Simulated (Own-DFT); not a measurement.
Simulation results for Hf32O63 (monoclinic hafnia with one neutral oxygen vacancy, atoms displaced), Hf16O31 (monoclinic hafnia with two neutral oxygen vacancies, atoms displaced)

A calculation, not a measurement: plane-wave PBE and HSE06 DFT by an unreviewed code, no spin, of a simulated cell at Gamma alone, so results move with cell size and shape, stress positive in tension, energies less offsets, not probed for a lower state with spin; hafnium file: forces about 75 meV/angstrom off all-electron values; oxygen file: force components 24 meV/angstrom off all-electron in a glass; k mesh not checked against a denser one; forces and stress are PBE's, HSE06 gives the energy alone, and its difference from PBE has offsets of its own; offsets are fitted by least squares, one for each functional and potential file, so energies compare only between cells with the same atoms and settings and are not formation energies; the far tail of each file's local potential was reset to the Coulomb form; each entry is a single point on an unrelaxed cell, so the pressure reflects the starting lattice, mostly measured values, from which strain is counted, and rises with the displacements; printed positions are rounded, which can move forces by about a meV/angstrom; the program is a retired in-house code; no spin-orbit coupling. Program: Own-DFT development build.

Settings shared by all entries: first functional PBE; second functional HSE06; exact exchange share 0.25; screening 0.11 1/bohr; exchange divergence Gygi-Baldereschi; potential files PseudoDojo norm-conserving, scalar-relativistic, made for PBE, standard set; wave cutoff 48 hartree; occupations fixed; k mesh 1 x 1 x 1 centred on Gamma.

(1) Hf32O63 (monoclinic hafnia with one neutral oxygen vacancy, atoms displaced)

```
cell vectors (Å)
  10.2340     0.0000     0.0000
   0.0000    10.3500     0.0000
  -1.6955     0.0000    10.4453
atoms (fractions of the cell vectors)
Hf  0.13355  0.02503  0.11614
Hf  0.36534  0.26438  0.14990
Hf  0.36562  0.48491  0.39134
Hf  0.13474  0.24179  0.34929
O   0.03934  0.17215  0.15905
O   0.46469  0.42181  0.07400
O   0.45991  0.32866  0.33314
O   0.03411  0.08900  0.43062
O   0.22460  0.37477  0.23456
O   0.26374  0.12551  0.00091
O   0.27212  0.12612  0.25237
Hf  0.13644  0.02430  0.60653
Hf  0.36866  0.25662  0.64453
Hf  0.36596  0.48228  0.89111
Hf  0.14040  0.23649  0.85596
O   0.03540  0.16536  0.68091
O   0.46346  0.41429  0.57789
O   0.46710  0.34069  0.82698
O   0.03784  0.08256  0.91976
O   0.22770  0.37311  0.74695
O   0.27523  0.12497  0.50554
O   0.27799  0.12119  0.76206
O   0.22312  0.37042  0.99752
Hf  0.13669  0.51909  0.10678
Hf  0.36165  0.77465  0.14782
Hf  0.35863  0.98394  0.40041
Hf  0.14348  0.71982  0.35458
O   0.03647  0.66284  0.17397
O   0.46567  0.91010  0.08394
O   0.46477  0.83856  0.32327
O   0.03422  0.58318  0.42052
O   0.22076  0.88060  0.23607
O   0.27597  0.62648  0.01240
O   0.26921  0.61268  0.25159
O   0.22591  0.86937  0.48594
Hf  0.14434  0.53063  0.60863
Hf  0.36368  0.77377  0.64249
Hf  0.36595  0.97321  0.90107
Hf  0.14898  0.72533  0.84875
O   0.03415  0.65682  0.66971
O   0.46802  0.90812  0.58180
O   0.45616  0.83641  0.82720
O   0.03222  0.58571  0.92113
O   0.22458  0.88030  0.74864
O   0.27993  0.63519  0.50657
O   0.27737  0.62440  0.75577
O   0.23084  0.87211  0.98495
Hf  0.63772  0.02893  0.11015
Hf  0.85417  0.27134  0.14699
Hf  0.85986  0.47122  0.39800
Hf  0.63858  0.22687  0.35156
O   0.53923  0.16101  0.17392
O   0.97320  0.41698  0.07163
O   0.96636  0.33864  0.32311
O   0.53987  0.08967  0.42116
O   0.72282  0.38114  0.23738
O   0.77748  0.13222  0.01255
O   0.77222  0.11504  0.26182
O   0.72093  0.36107  0.48444
Hf  0.64043  0.01869  0.60533
Hf  0.86487  0.27070  0.64038
Hf  0.86895  0.47298  0.90133
Hf  0.62865  0.23489  0.85163
O   0.52873  0.16143  0.66618
O   0.95716  0.41639  0.56785
O   0.96390  0.32966  0.82628
O   0.53366  0.08758  0.93118
O   0.73260  0.37726  0.74233
O   0.77013  0.13937  0.50706
O   0.77336  0.12970  0.76436
O   0.72067  0.36787  0.99293
Hf  0.64122  0.52495  0.10621
Hf  0.86404  0.76908  0.14045
Hf  0.86231  0.98017  0.39776
Hf  0.63324  0.72736  0.35304
O   0.53595  0.66220  0.17671
O   0.96528  0.91670  0.08086
O   0.95597  0.83325  0.32516
O   0.53799  0.58076  0.42118
O   0.72967  0.87355  0.24673
O   0.77477  0.63697  0.01137
O   0.77104  0.62059  0.26602
O   0.72409  0.87211  0.48859
Hf  0.63979  0.51615  0.60657
Hf  0.86604  0.77500  0.63878
Hf  0.85764  0.98307  0.89583
Hf  0.63661  0.72801  0.85031
O   0.53303  0.67243  0.67927
O   0.96056  0.91685  0.56686
O   0.96224  0.83847  0.82413
O   0.53728  0.58252  0.92288
O   0.72834  0.87007  0.74517
O   0.77099  0.62223  0.50638
O   0.77967  0.62426  0.75751
O   0.72338  0.87057  0.99551
```

The calculation gives: PBE energy of cell above offsets -90.033 eV; HSE06 less PBE above offsets 0.082 eV; PBE pressure 5.8 GPa; PBE stress xx -6.34 GPa; PBE stress yy -5.96 GPa; PBE stress zz -5.1 GPa; PBE stress yz -0.65 GPa; PBE stress xz -0.14 GPa; PBE stress xy 1.21 GPa.

Force:
```csv
element,x (eV/Å),y (eV/Å),z (eV/Å)
Hf,0.958,-1.269,-4.196
Hf,-0.82,1.358,-1.968
Hf,-0.19,-1.806,0.298
Hf,0.923,-1.26,0.393
O,-2.307,2.078,1.814
O,-0.08,-0.999,0.643
O,0.494,-0.105,-0.632
O,0.371,0.838,-0.92
O,-0.286,0.155,1.266
O,1.467,0.66,1.972
O,0.556,-0.703,1.798
Hf,-0.22,-0.105,0.548
Hf,-2.632,2.482,-0.347
Hf,-0.974,-0.369,2.23
Hf,-0.115,-1.812,1.22
O,-0.003,-0.395,-1.341
O,-0.063,0.261,0.168
O,0.452,-0.866,-0.763
O,-1.366,-0.437,0.191
O,-0.011,1.584,-1.7
O,-0.113,0.657,0.408
O,0.499,-0.087,-0.868
O,0.664,0.099,-0.785
Hf,1.389,0.302,-1.627
Hf,-0.405,-0.699,-0.911
Hf,0.747,-0.672,-1.438
Hf,-2.028,1.697,-1.158
O,-0.487,0.426,0.188
O,1.16,1.301,-0.536
O,-0.606,0.206,0.952
O,0.399,-0.109,0.71
O,0.344,-0.461,1.181
O,0.205,0.352,-0.907
O,0.842,0.857,1.639
O,-0.206,0.372,0.483
Hf,-0.085,-2.952,-1.696
Hf,-0.821,0.078,1.06
Hf,-1.713,1.868,0.251
Hf,-2.515,1.629,2.339
O,-0.575,1.4,0.377
O,1.154,2.101,-1.216
O,2.017,-1.498,-0.297
O,0.608,0.253,-0.202
O,-0.343,-0.114,-2.209
O,-0.167,-1.111,0.225
O,0.489,-0.612,-0.06
O,-0.765,-1.216,0.823
Hf,1.67,-4.072,-1.301
Hf,1.396,-0.083,-1.321
Hf,-0.804,2.555,-0.846
Hf,-0.308,0.801,0.71
O,-1.95,1.986,0.442
O,-2.365,-1.676,0.985
O,0.039,-0.617,-0.474
O,-1.73,-1.865,0.819
O,0.094,-0.784,0.317
O,-0.365,-0.093,0.34
O,0.885,1.403,-0.346
O,-0.215,1.722,0.706
Hf,0.693,-0.258,-0.202
Hf,-0.294,-0.148,1.41
Hf,-0.28,1.24,-1.37
Hf,1.649,-0.814,1.174
O,1.61,-0.749,0.803
O,1.586,-0.043,1.473
O,0.005,0.624,0.045
O,0.413,0.51,-0.56
O,-1.033,0.353,-0.743
O,0.574,-1.894,0.729
O,-0.471,-1.26,-0.838
O,0.476,0.387,-0.073
Hf,-0.609,0.124,-0.291
Hf,-0.559,1.162,1.621
Hf,0,-1.145,-1.603
Hf,1.613,0.658,-0.28
O,-0.981,0.506,-0.262
O,-0.1,0.232,-0.373
O,2.031,-0.503,0.708
O,-0.784,-0.319,0.636
O,-1.051,0.885,-1.004
O,-0.106,-1.71,-0.506
O,0.703,-0.564,-0.609
O,-0.54,0.247,0.83
Hf,0.034,0.82,0.118
Hf,-1.202,-1.368,1.694
Hf,1.716,-0.354,0.673
Hf,0.873,0.583,1.337
O,0.491,-1.608,-1.381
O,1.357,0.128,1.642
O,1.127,-0.772,-0.654
O,0.029,0.313,-0.355
O,-0.636,1.851,-1.436
O,0.322,0.552,0.892
O,-0.628,-0.852,0.18
O,-0.218,0.555,-0.861
```

(2) Hf16O31 (monoclinic hafnia with two neutral oxygen vacancies, atoms displaced)

```
cell vectors (Å)
  10.2340     0.0000     0.0000
   0.0000    10.3500     0.0000
  -1.6955     0.0000    10.4453
atoms (fractions of the cell vectors)
Hf  0.13921  0.01399  0.10568
Hf  0.36137  0.26786  0.14122
Hf  0.35929  0.47940  0.39433
Hf  0.13779  0.22758  0.35726
O   0.03864  0.16090  0.18117
O   0.46414  0.41396  0.07993
O   0.46597  0.33106  0.32556
O   0.03745  0.08592  0.41762
O   0.22092  0.37681  0.23760
O   0.27370  0.13522  0.00999
O   0.26876  0.12296  0.26077
O   0.22663  0.36864  0.49034
Hf  0.13390  0.01653  0.59881
Hf  0.36083  0.27786  0.64783
Hf  0.36448  0.48228  0.89680
Hf  0.14014  0.22848  0.85661
O   0.04068  0.16540  0.67780
O   0.46116  0.41752  0.57595
O   0.46049  0.33252  0.82421
O   0.03392  0.08126  0.92276
O   0.22570  0.37724  0.73828
O   0.27441  0.13047  0.50534
O   0.27136  0.12309  0.76052
O   0.22209  0.37146  0.98846
Hf  0.13493  0.51700  0.10475
Hf  0.36323  0.76956  0.14968
Hf  0.36611  0.98374  0.39327
Hf  0.13735  0.72964  0.35163
O   0.03768  0.66502  0.17124
O   0.46312  0.91453  0.07720
O   0.45916  0.83511  0.32007
O   0.03478  0.58238  0.42112
O   0.22099  0.87857  0.23867
O   0.27487  0.62760  0.01624
O   0.27641  0.61668  0.26251
O   0.22604  0.86725  0.49298
Hf  0.13747  0.52010  0.60552
Hf  0.36241  0.77410  0.64206
Hf  0.36148  0.98030  0.89755
Hf  0.13885  0.73014  0.85738
O   0.03369  0.66360  0.66972
O   0.46650  0.91644  0.57936
O   0.46379  0.83167  0.83321
O   0.03813  0.57536  0.92467
O   0.22667  0.87589  0.74126
O   0.27271  0.62611  0.51213
O   0.27259  0.62404  0.75557
O   0.22693  0.87142  0.99256
Hf  0.63762  0.02121  0.10872
Hf  0.86259  0.26692  0.14746
Hf  0.86402  0.47338  0.39967
Hf  0.63818  0.22715  0.35045
O   0.53278  0.16671  0.17233
O   0.96578  0.41451  0.07478
O   0.96234  0.33777  0.32389
O   0.53761  0.08771  0.42433
O   0.72209  0.38288  0.23923
O   0.77883  0.12623  0.01559
O   0.77968  0.12304  0.26313
O   0.72041  0.37080  0.48450
Hf  0.63537  0.02252  0.60706
Hf  0.86051  0.26955  0.64442
Hf  0.86338  0.48014  0.89501
Hf  0.63762  0.22640  0.85004
O   0.54251  0.16610  0.67372
O   0.96242  0.41652  0.57695
O   0.96533  0.33836  0.83058
O   0.53693  0.08636  0.93093
O   0.72635  0.38100  0.73743
O   0.77645  0.13253  0.50958
O   0.76736  0.11873  0.76286
O   0.72136  0.37017  0.99185
Hf  0.64204  0.51240  0.10341
Hf  0.86066  0.76495  0.14620
Hf  0.86143  0.98352  0.39694
Hf  0.63570  0.72929  0.35787
O   0.54135  0.66300  0.17206
O   0.96204  0.90700  0.07688
O   0.53900  0.58460  0.42386
O   0.77948  0.62942  0.00700
O   0.77949  0.61867  0.26372
O   0.72484  0.86718  0.48909
Hf  0.64105  0.51972  0.60274
Hf  0.86240  0.77224  0.64507
Hf  0.86541  0.98067  0.89228
Hf  0.64103  0.73055  0.85875
O   0.53564  0.66964  0.67426
O   0.96699  0.91595  0.57819
O   0.96318  0.83634  0.82365
O   0.53935  0.58500  0.92704
O   0.72734  0.87832  0.73833
O   0.77529  0.63179  0.51183
O   0.78006  0.62500  0.76312
O   0.72324  0.86881  0.98687
```

The calculation gives: PBE energy of cell above offsets -91.239 eV; HSE06 less PBE above offsets 0.429 eV; PBE pressure 3.99 GPa; PBE stress xx -3.74 GPa; PBE stress yy -3.88 GPa; PBE stress zz -4.37 GPa; PBE stress yz -0.01 GPa; PBE stress xz -0.41 GPa; PBE stress xy -0.15 GPa.

Force:
```csv
element,x (eV/Å),y (eV/Å),z (eV/Å)
Hf,-1.313,0.869,0.043
Hf,-0.753,1.234,1.105
Hf,0.447,-0.682,0.008
Hf,0.754,1.183,-0.799
O,-0.992,0.133,-1.189
O,0.214,0.326,-0.639
O,-0.383,0.394,0.24
O,-1.46,-1.579,0.855
O,0.35,-0.138,0.271
O,-0.005,-1.358,-0.047
O,1.388,-0.843,-0.065
O,-0.458,0.458,-0.04
Hf,1.254,0.817,1.114
Hf,-0.129,-1.357,-0.834
Hf,-0.22,0.196,0.205
Hf,-0.529,0.395,-0.246
O,-1.387,0.189,-0.95
O,0.907,0.374,0.214
O,0.736,0.164,0.589
O,0.431,0.263,0.233
O,-0.469,0.559,0.206
O,0.375,-0.463,0.801
O,0.901,-0.645,0.125
O,0.504,0.207,-0.186
Hf,0.598,-0.098,0.175
Hf,0.461,-0.904,-1.2
Hf,-0.974,0.217,0.481
Hf,-0.412,-0.685,0.446
O,-0.555,0.729,0.564
O,0.444,0.427,0.379
O,0.847,0.122,1.359
O,0.143,0.298,0.031
O,0.168,-0.251,0.45
O,0.293,0.153,-0.741
O,-0.02,0.763,-0.018
O,-0.02,0.595,-0.913
Hf,0.191,0.506,-0.286
Hf,-0.126,-1.317,1.283
Hf,0.516,-0.35,-0.468
Hf,-0.24,-0.647,-0.63
O,-0.22,0.462,0.632
O,0.225,0.696,-0.668
O,-0.031,0.392,-0.344
O,0.402,1.31,-0.833
O,-0.464,0.591,-0.162
O,0.504,0.211,-0.261
O,0.161,-0.536,1.191
O,-0.352,0.002,-0.323
Hf,0.645,-0.53,-0.857
Hf,0.734,0.64,-0.507
Hf,-0.472,1.734,-1.098
Hf,-0.427,1.451,0.405
O,0.582,-0.662,0.092
O,-0.743,-0.665,0.469
O,0.663,-0.866,0.241
O,-0.551,-0.875,-0.075
O,0.342,-1.399,0.316
O,-0.107,-0.025,-0.327
O,-0.562,-0.621,-0.16
O,0.022,-0.104,0.731
Hf,0.926,-0.94,-0.414
Hf,0.758,0.431,0.741
Hf,-0.411,0.202,0.203
Hf,-0.416,0.663,1.653
O,-1.771,0.858,-0.232
O,-0.045,-0.669,0.467
O,0.449,-1.311,-0.881
O,-0.302,0.018,-0.752
O,-0.199,-0.456,-0.009
O,-0.032,-0.508,0.413
O,1.427,0.179,-0.278
O,0.335,-0.46,-0.677
Hf,-0.305,1.492,0.326
Hf,-0.062,0.481,0.242
Hf,0.404,-1.012,-0.314
Hf,1.379,-0.541,-0.982
O,-0.761,0.72,0.324
O,0.965,0.908,-0.061
O,-0.999,-0.454,-0.097
O,-0.209,-0.581,0.536
O,-0.284,0.385,-0.14
O,-0.033,1.199,-0.435
Hf,-0.641,1.053,0.383
Hf,-0.284,-0.966,-0.178
Hf,-1.014,-0.745,1.22
Hf,-0.283,-0.228,-0.782
O,0.338,-0.559,-0.356
O,-0.189,0.347,-0.665
O,1.121,-0.58,0.368
O,-0.838,-0.587,-0.514
O,-0.446,0.462,-0.202
O,-0.043,-0.642,0.198
O,-0.149,-0.347,-0.363
O,-0.209,0.725,0.866
```
